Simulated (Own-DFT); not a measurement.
GaN (wurtzite, atoms displaced) (calculated)

Computed with Own-DFT development build. A calculation, not a measurement: plane-wave PBE density functional theory by an unreviewed code, no spin, of a simulated periodic cell, stress positive in tension, free energy of the whole cell less one offset for each atom, forces on such cells passed a denser k mesh, this cell's mesh not checked; offsets are fitted by least squares, one for each functional and potential file, so energies compare only between cells with the same atoms and settings and are not formation energies; the far tail of each file's local potential was reset to the Coulomb form; each entry is a single point on an unrelaxed cell, so the pressure reflects the starting lattice, mostly measured values (interpolated for alloys), from which strain is counted, and rises with the displacements; printed positions are rounded, which can move forces by about a meV/angstrom; the program, named Own-DFT, is a retired in-house code; no spin-orbit coupling.

Common to all runs: functional PBE; potential files PseudoDojo norm-conserving, scalar-relativistic, standard set with the stringent files for Ga; wave cutoff 96 hartree; occupations Gaussian; smearing width 0.01 eV; k mesh 3 x 4 x 3 centred on Gamma.

(1) 
```xyz
96
Lattice="12.7560 0.0000 0.0000 -4.7835 8.2853 0.0000 0.0000 0.0000 10.3700" Properties=species:S:1:pos:R:3:force_x:R:1:force_y:R:1:force_z:R:1 formula=GaN free_energy_of_cell_above_offsets=-10.214 pressure=5.46 stress_xx=-5.46 stress_yy=-5.1 stress_zz=-5.83 stress_yz=-0.22 stress_xz=-0.04 stress_xy=0.11
Ga     0.0150     1.8475     0.0321      0.009     -0.029     -0.389
Ga     1.6117     0.9450     2.5726     -0.424     -0.457      0.594
N      0.0139     1.8569     1.9839     -0.379     -0.025      0.019
N      1.5690     0.9286     4.5541      0.396     -0.229     -0.152
Ga    -0.0159     1.8465     5.1789      0.585       0.18      0.561
Ga     1.5931     0.8883     7.7510     -0.392      1.082        0.5
N     -0.0276     1.8141     7.1501      0.385      0.478     -0.333
N      1.6207     0.9520     9.7049      -0.51     -0.722      0.425
Ga    -1.6052     4.5928     0.0255      0.165      0.043     -0.423
Ga     0.0246     3.7054     2.6363     -0.477     -0.097     -0.605
N     -1.6000     4.6231     1.9615      0.017     -0.493      0.237
N      0.0038     3.7072     4.5689     -0.042     -0.296     -0.094
Ga    -1.6137     4.5882     5.1540      0.315      0.343      0.918
Ga    -0.0197     3.7129     7.7588      0.468     -0.911      0.276
N     -1.5873     4.5871     7.1688     -0.658      0.678     -0.654
N      0.0066     3.6850     9.7197     -0.511     -0.071      0.224
Ga    -3.1422     7.3619     0.0305     -0.832      0.483      -0.47
Ga    -1.6017     6.4506     2.5961      0.132      0.054     -0.172
N     -3.1823     7.3742     1.9513     -0.319      0.028      0.474
N     -1.6070     6.4348     4.5360      0.035      0.148      0.403
Ga    -3.1868     7.3589     5.2069     -0.392      0.209     -0.497
Ga    -1.5643     6.4747     7.7656      -0.87     -0.804      0.432
N     -3.1970     7.3939     7.1419      0.481     -0.878     -0.104
N     -1.6039     6.4587     9.7489      0.402     -0.513     -0.447
Ga     3.1891     1.8072    10.3601      0.211      0.724      0.167
Ga     4.7573     0.9515     2.5981      0.705     -0.642       -0.1
N      3.1868     1.8456     1.9857     -0.003      0.256      -0.65
N      4.7587     0.9455     4.5758      0.181      -0.55      -0.42
Ga     3.1802     1.8239     5.2061     -0.474      0.211          0
Ga     4.7886     0.9119     7.7766     -0.157      0.467      0.129
N      3.1548     1.8417     7.1483      0.715     -0.078     -0.016
N      4.7712     0.8817     9.7613      0.526      0.533     -0.649
Ga     1.5726     4.5640     0.0128      0.347      0.417     -0.447
Ga     3.1451     3.6786     2.6120      0.704      0.316     -0.452
N      1.5900     4.6315     1.9336      0.077     -0.345      0.663
N      3.1627     3.6741     4.5548      0.512      -0.15     -0.107
Ga     1.6164     4.5974     5.1637     -0.491      0.132      0.887
Ga     3.2093     3.6948     7.7732     -0.626     -0.339      0.355
N      1.5967     4.5883     7.1501      0.075      0.416     -0.326
N      3.1828     3.6810     9.7301      0.107     -0.217      0.186
Ga     0.0086     7.3497    10.3520     -0.055     -0.155      0.849
Ga     1.6011     6.4564     2.6072      0.211       0.11     -0.164
N      0.0179     7.3371     1.9826      -0.41      0.708     -0.228
N      1.6220     6.4320     4.5656     -0.716      0.171     -0.127
Ga    -0.0145     7.3618     5.1871      0.279     -0.066     -0.285
Ga     1.5615     6.4559     7.7815      0.972     -0.642      0.303
N      0.0037     7.3470     7.1484       0.04      0.625     -0.409
N      1.5933     6.4382     9.7685     -0.108     -0.241     -0.716
Ga     6.4096     1.8395    10.3485     -0.813      -0.08       0.11
Ga     7.9840     0.9044     2.5925     -0.358      0.104     -0.526
N      6.3760     1.8262     1.8977      0.052      0.164      0.969
N      7.9400     0.9299     4.4967      0.567     -0.308      1.064
Ga     6.3563     1.8444     5.1653      0.385      0.132      0.011
Ga     7.9843     0.9292     7.7931     -0.065       -0.1     -0.572
N      6.3808     1.8633     7.1007      0.022     -0.366      0.717
N      7.9773     0.9410     9.7320      0.143      -0.52     -0.126
Ga     4.7577     4.6214     0.0107      0.073     -0.341     -0.242
Ga     6.4097     3.6840     2.5835     -0.423     -0.363     -0.023
N      4.8080     4.5993     1.9353     -0.442     -0.138      0.702
N      6.3762     3.7013     4.5616     -0.168     -0.121     -0.316
Ga     4.7592     4.6010     5.1816      0.251     -0.175      0.203
Ga     6.3842     3.6937     7.8001      0.228     -0.004     -0.316
N      4.7832     4.5864     7.1610      0.264      0.155     -0.583
N      6.3600     3.6713     9.7413      0.121      0.335     -0.148
Ga     3.1832     7.3505    10.3328     -0.142      0.315      0.691
Ga     4.7762     6.4191     2.6170     -0.108      0.172     -0.639
N      3.2053     7.3556     1.9517     -0.036       0.01     -0.204
N      4.7418     6.4424     4.5391      0.553     -0.182      0.273
Ga     3.1864     7.3181     5.2106     -0.184      1.179     -0.098
Ga     4.8057     6.4261     7.7587     -0.179     -0.049      0.622
N      3.2247     7.3420     7.1534     -0.694       0.37      0.055
N      4.7480     6.4488     9.7348      0.827     -0.034      -0.18
Ga     9.5654     1.8161     0.0217      0.592      0.247     -0.185
Ga    11.1559     0.8704     2.6513      0.207      1.705     -0.734
N      9.5675     1.8742     1.9739      0.246     -0.933     -0.146
N     11.2232     0.8894     4.5529     -1.315      0.532      0.263
Ga     9.5760     1.8704     5.1744     -0.294     -0.798      0.181
Ga    11.1621     0.8985     7.7600     -0.112      0.018      0.433
N      9.5715     1.8493     7.1383     -0.084       -0.1     -0.123
N     11.1997     0.9135     9.7355     -0.575     -0.041      0.134
Ga     7.9801     4.5913    10.3513     -0.255      0.213      0.262
Ga     9.5579     3.6564     2.6048      0.205      0.833     -0.164
N      7.9752     4.5985     1.9469       0.18      0.389      0.062
N      9.5868     3.6740     4.5453     -0.666      0.293     -0.008
Ga     7.9528     4.6214     5.2080      0.347     -0.292     -0.088
Ga     9.5432     3.6825     7.8383      0.629     -0.026     -1.474
N      8.0162     4.6419     7.1486     -0.636     -0.535      0.073
N      9.5485     3.6727     9.6929      0.316     -0.192      1.593
Ga     6.3719     7.3560     0.0414      0.046      0.141     -0.636
Ga     7.9402     6.4615     2.6122      0.517     -0.201     -0.214
N      6.3583     7.4242     1.9809     -0.001     -1.493     -0.127
N      7.9321     6.4415     4.5713      0.411      0.171     -0.258
Ga     6.3343     7.3763     5.1657      0.329     -0.561      0.771
Ga     7.9971     6.4551     7.7869     -0.209       0.08      0.331
N      6.3801     7.3205     7.1575      0.088      0.486      -0.56
N      7.9853     6.4470     9.7533     -0.048      0.051      0.007
```

Units: free_energy_of_cell_above_offsets in eV; pressure, stress_xx, stress_yy, stress_zz, stress_yz, stress_xz, stress_xy in GPa; force_x, force_y, force_z in eV/Å.

(2) 
```xyz
96
Lattice="12.7560 0.0000 0.0000 -4.7835 8.2853 0.0000 0.0000 0.0000 10.3700" Properties=species:S:1:pos:R:3:force_x:R:1:force_y:R:1:force_z:R:1 formula=GaN free_energy_of_cell_above_offsets=-10.470 pressure=5.39 stress_xx=-5.11 stress_yy=-5.17 stress_zz=-5.88 stress_yz=-0.06 stress_xz=0.13 stress_xy=0.18
Ga    -0.0074     1.8421    10.3244       0.17      0.624      0.565
Ga     1.6038     0.9020     2.6075     -0.135      0.095      -0.29
N      0.0050     1.8183     1.9554      0.032      0.386     -0.244
N      1.5310     0.9076     4.5642      1.428     -0.101     -0.335
Ga     0.0067     1.8117     5.1702     -0.765      0.929       0.76
Ga     1.6018     0.9225     7.7816     -0.346      0.082       0.03
N      0.0271     1.8762     7.1766     -0.697     -0.633      -0.61
N      1.5653     0.9188     9.7148      0.609      0.075      0.349
Ga    -1.6032     4.6482     0.0115      0.098     -0.718     -0.535
Ga    -0.0267     3.6817     2.5997      0.715     -0.134      -0.12
N     -1.5879     4.6032     1.9397      -0.21      0.103      0.338
N      0.0051     3.7090     4.5635     -0.453     -0.444     -0.247
Ga    -1.6130     4.6373     5.1847      0.209     -0.773      0.297
Ga     0.0170     3.6988     7.7836     -0.627      0.083     -0.091
N     -1.6261     4.6289     7.1510      0.458       -0.2     -0.254
N      0.0057     3.7236     9.7173      0.007     -0.137      0.487
Ga    -3.1766     7.3680     0.0020     -0.505       0.31     -0.284
Ga    -1.5779     6.4454     2.5855     -0.192      0.156      0.131
N     -3.2156     7.3428     1.9196      0.405      0.085      0.811
N     -1.6199     6.4469     4.5842      0.405      0.325     -0.774
Ga    -3.2025     7.3476     5.1737       0.13      0.472      0.541
Ga    -1.5959     6.4595     7.7590      -0.07     -0.019      0.253
N     -3.1810     7.3950     7.1391     -0.237     -0.456     -0.116
N     -1.6108     6.4665     9.7401      0.232          0     -0.409
Ga     3.1876     1.8642    10.3671     -0.402     -0.389     -0.016
Ga     4.7918     0.9330     2.5976     -0.024     -0.012      0.069
N      3.1925     1.8294     1.9390     -0.088      0.173      0.395
N      4.7900     0.9347     4.5564     -0.259     -0.006      0.187
Ga     3.1780     1.8450     5.2283     -0.107     -0.013     -0.686
Ga     4.8031     0.8650     7.7845     -0.189      1.463      0.205
N      3.1793     1.8274     7.1603      0.577     -0.031     -0.056
N      4.7702     0.9392     9.7374      0.133     -0.159     -0.129
Ga     1.6409     4.6352    10.3628     -0.816     -0.437      0.252
Ga     3.1902     3.6921     2.5994     -0.006     -0.345      -0.18
N      1.6237     4.5986     1.9543     -0.565      0.097     -0.101
N      3.1611     3.7196     4.5289       0.44     -0.856      0.446
Ga     1.5930     4.5962     5.1891     -0.135      0.621     -0.356
Ga     3.2108     3.6517     7.7897     -0.456       0.38     -0.042
N      1.5842     4.5745     7.1084      0.621       0.58      0.538
N      3.1837     3.6839     9.7340       0.47      0.177     -0.069
Ga    -0.0225     7.3807    10.3386      0.394     -0.026      0.666
Ga     1.5944     6.4510     2.5804      0.181     -0.249     -0.049
N      0.0273     7.3811     1.9785     -0.597     -0.182     -0.625
N      1.6037     6.4770     4.5064      -0.14     -0.354       0.88
Ga     0.0002     7.3523     5.1839      0.169      0.348     -0.106
Ga     1.5989     6.4399     7.7682      0.232       -0.4     -0.051
N      0.0310     7.3956     7.1602     -0.362     -1.128     -0.571
N      1.5876     6.4431     9.7152      0.081      0.437      0.122
Ga     6.3741     1.8518     0.0031     -0.099     -0.061      -0.09
Ga     7.9950     0.9015     2.6019     -0.627       0.04      0.085
N      6.3820     1.8178     1.9334      0.221      0.395      0.465
N      7.9552     0.9408     4.5752      0.121     -0.206     -0.481
Ga     6.3986     1.8432     5.2237     -0.551      0.169     -0.095
Ga     7.9816     0.9148     7.8325     -0.326      0.303     -1.271
N      6.3678     1.8653     7.1724      0.173     -0.495     -0.119
N      7.9527     0.9185     9.7031      0.178     -0.062      1.085
Ga     4.7921     4.6223     0.0276      0.004       -0.6      -0.51
Ga     6.3641     3.6931     2.5876       0.45      -0.53      0.005
N      4.7940     4.5926     1.9466     -0.195      0.081      0.218
N      6.3577     3.6915     4.5554      0.092       -0.2     -0.168
Ga     4.7642     4.5640     5.2343     -0.072      0.734     -0.849
Ga     6.3516     3.6923     7.7778      0.498     -0.025      0.215
N      4.7790     4.6047     7.1436     -0.134      0.064      0.263
N      6.3792     3.6780     9.7290     -0.126       0.31      0.057
Ga     3.2034     7.3646    10.3446     -0.251     -0.138      0.434
Ga     4.7844     6.4268     2.5868     -0.264      0.113      0.348
N      3.1920     7.3537     1.9696      0.115      0.069     -0.617
N      4.7689     6.4386     4.5451      0.239     -0.125      0.293
Ga     3.1902     7.3971     5.1944     -0.002     -0.524      0.014
Ga     4.8039     6.4548     7.7630     -0.308     -0.202      0.097
N      3.1977     7.3730     7.1681      -0.06     -0.051     -0.343
N      4.7871     6.4112     9.7169      0.058      0.691      0.066
Ga     9.5367     1.8362    10.3590      0.264      0.599      0.295
Ga    11.1694     0.9346     2.5839     -0.132     -0.269      0.142
N      9.5480     1.8182     1.9816      0.377      0.471     -0.553
N     11.1623     0.8793     4.5545     -0.257      1.024      -0.22
Ga     9.5383     1.8282     5.1779      0.656      0.292      0.089
Ga    11.1390     0.9075     7.7809      0.436      0.793     -0.196
N      9.5393     1.8522     7.1351      0.305     -0.295     -0.007
N     11.1590     0.9419     9.7359     -0.538     -0.179     -0.113
Ga     7.9637     4.6413    10.3502       0.06     -0.333     -0.068
Ga     9.5664     3.6851     2.6101      0.025     -0.181     -0.714
N      7.9875     4.5823     1.9225     -0.372      0.318      0.476
N      9.5850     3.6774     4.5083     -0.516      0.138      0.912
Ga     7.9332     4.6192     5.1824      0.607      -0.21     -0.132
Ga     9.5429     3.6840     7.7468      0.409      0.041      0.457
N      7.9815     4.5936     7.1246     -0.663      0.481      0.058
N      9.5501     3.7116     9.7100      0.155     -0.305      0.253
Ga     6.3647     7.3937     0.0015      0.036     -0.267      0.026
Ga     7.9577     6.4264     2.6006     -0.108      0.136      -0.38
N      6.3336     7.3718     1.9530      0.694     -0.168     -0.002
N      7.9853     6.4674     4.5548     -0.433     -0.564     -0.286
Ga     6.3869     7.3810     5.1613     -0.451     -0.695        0.4
Ga     7.9658     6.4533     7.7918      0.283      -0.02     -0.425
N      6.3738     7.3805     7.1481      0.204     -0.255     -0.389
N      7.9598     6.4783     9.7169      0.009     -0.094      0.303
```

Units: free_energy_of_cell_above_offsets in eV; pressure, stress_xx, stress_yy, stress_zz, stress_yz, stress_xz, stress_xy in GPa; force_x, force_y, force_z in eV/Å.
